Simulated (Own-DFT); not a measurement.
# What a defect does to the pressure of its cell: C11b WSi2

The numbers are computed, not measured, by runs of the plane-wave DFT program Own-DFT (in-house, retired, unreviewed) at fixed positions, with no spin and no spin-orbit coupling.

Method: PBE; PseudoDojo norm-conserving scalar-relativistic files; cutoff 50 hartree; 5 x 5 x 5 k mesh centred on Gamma; cold (Marzari-Vanderbilt) smearing of 0.2 eV.

Limits: forces on such cells failed a check on a denser k mesh; stress not checked against mesh or cutoff.

All runs share one cell, with vectors in Å (-2.148, -5.953, 3.409); (-6.444, 2.976, 1.136); (-2.553, -2.948, -6.757) and a volume of 403.2 Å³. Atoms were moved at random from their sites; u is the rms move along one axis. The defect's site can differ from row to row.

```
cell,formula,u (Å),P (GPa)
no defect,Si20W10,0.0209,4.40
no defect,Si20W10,0.0216,4.62
no defect,Si20W10,0.0447,5.48
one Si on a W site,Si21W9,0.0293,6.09
one Si on a W site,Si21W9,0.0508,7.15
one Si on a W site,Si21W9,0.0551,7.47
one Si vacancy,Si19W10,0.0252,?
one Si vacancy,Si19W10,0.0299,3.26
one Si vacancy,Si19W10,0.0455,3.70
one Si vacancy,Si19W10,0.0500,4.22
one W on a Si site,Si19W11,0.0318,9.98
one W on a Si site,Si19W11,0.0318,9.74
one W on a Si site,Si19W11,0.0517,10.75
```

## Analysis

P = P0 + c u² + a shift for each defect gives P0 = 4.26 GPa, c = 592 ± 46 GPa/Å² and a scatter of 0.13 GPa. The shifts, and each times the cell's volume:

- one W on a Si site: 4.97 ± 0.11 GPa, 12.5 eV
- one Si on a W site: 1.36 ± 0.12 GPa, 3.4 eV
- one Si vacancy: -1.61 ± 0.11 GPa, -4.1 eV

A positive shift means that the defect pushes the cell outwards. Shift times volume (160.2 GPa Å³ is 1 eV) depends little on the cell's size, so, taken for each site, it can be compared between cells at like pressure. The atoms around the defects weren't relaxed, which would change these numbers.

## Prediction

The question: what pressure belongs in the blank (one Si vacancy, u = 0.0252 Å)?

The fit gives 3.02 ± 0.16 GPa. The hidden result is 3.12 GPa.
